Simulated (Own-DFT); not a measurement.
# Biaxial strain at fixed height in wurtzite AlN, 72 atoms (Al36N36)

No measurement is shown. These are fixed-geometry runs of a retired plane-wave code named Own-DFT, which no person has reviewed; spin and spin-orbit coupling are neglected.

All runs used: PBE; PseudoDojo norm-conserving scalar-relativistic files; cutoff 42 hartree; 4 x 4 x 3 k mesh centred on Gamma; Gaussian smearing of 0.01 eV.

Limits: k mesh not checked against a denser one; stress not checked against mesh or cutoff.

Unstrained cell vectors in Å: (9.336, 0.000, 0.000); (-4.668, 8.085, 0.000); (0.000, 0.000, 9.964). The unstrained cell has measured lattice constants (interpolated for alloys), not those of this functional. That, the random moves and any unrelaxed bonds set the pressure at no strain. Each run strains x and y alike by e, as a substrate would, and holds the height along z. Random moves of width 0.05 Å per axis were added to every atom. Stress is positive in tension.

```
e (%)  u (Å)  (s_xx + s_yy)/2 (GPa)  s_zz (GPa)
-2.75  0.053                 -24.85       -9.58
-1.50  0.047                 -15.30       -6.57
-1.00  0.051                 -12.50       -6.58
-0.50  0.049                  -9.35       -5.05
 1.25  0.053                      ?           ?
 1.50  0.050                   2.13       -2.51
 1.75  0.049                   3.16       -2.12
 2.25  0.050                   5.39       -1.80
 2.75  0.050                   8.27       -1.89
 3.00  0.050                   8.98       -0.07
```

## Fit

With e as a fraction, the in-plane stress is -6.2 + 593 e - 2871 e² GPa (errors 5 and 335, scatter 0.28), and s_zz is -4.9 + 146 e GPa (slope ± 10, scatter 0.59). At e = 0 the first slope is C11 + C12 and the second 2 C13, both with the ions held to the strained lattice and at the cell's own pressure. The term in e² is negative: the layer stiffens under compression and softens under tension. A free layer would change its height as e changes, and the in-plane slope would drop by 2 C13²/C33 to the biaxial modulus. At fixed height, a misfit of 1 % moves the in-plane stress by about 5.9 GPa and s_zz by 1.5 GPa.

## Withheld run

Asked: what are the two stresses at e = 1.25 %?

From the fit: 0.8 and -3.1 GPa. DFT gave 0.71 and -4.24 GPa.
